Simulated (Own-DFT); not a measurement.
# What a plane-wave calculation costs

Wall times of single-point runs (energy, forces and, in most, stress) with one build of Own-DFT, an in-house plane-wave density functional program, since retired. Each ran alone on one NVIDIA H200 card, with norm-conserving files, no spin and no use of crystal symmetry. The k points are those left after time reversal, where it was used. Plane waves for each k point are estimated as V (2 E)^(3/2) / (6 π²) in atomic units.

```
      cell  atoms  valence electrons  cutoff (hartree)  volume (Å³)  k mesh  k points  plane waves  time (s)
     C4Si4      8                 32                42           76   7x7x7       172         6600       158
   C24Si24     48                192                42          497   5x5x2        26        43600       383
   C48Si48     96                384                42          994   5x5x1        13        87200      1001
   C36Si35     71                284                42          746   4x4x3        26        65400       921
AlC35NSi35     72                288                42          746   4x4x3        26        65400       770
 C34N2Si36     72                290                42          746   4x4x3        26        65400       788
   C64Si64    128                512                42         1326   3x3x3        14       116300      1244
   C54Si54    108                432                42         1119   4x4x2        20        98100      1299
   C47Si48     95                380                42          994   3x4x4        26        87200      1256
   C49Si47     96                384                42          994   3x4x4        26        87200      1487
Al2C36Si34     72                286                42          746   4x4x3        26        65400         ?
```

## Worked fit

Take the size N = k points x plane waves x valence electrons. A line through log(time) against log(N) has a slope of 0.69 ± 0.05 and a scatter of a factor 1.16. Part of the scatter may come from the number of self-consistent steps, which isn't shown. The slope lies under 1: time grows more slowly than N on these runs. Times belong to this build alone.

## Withheld run

Question: how long should the last run take? Its N is 4.87e+08.

The line gives about 868 s. It took 835 s.
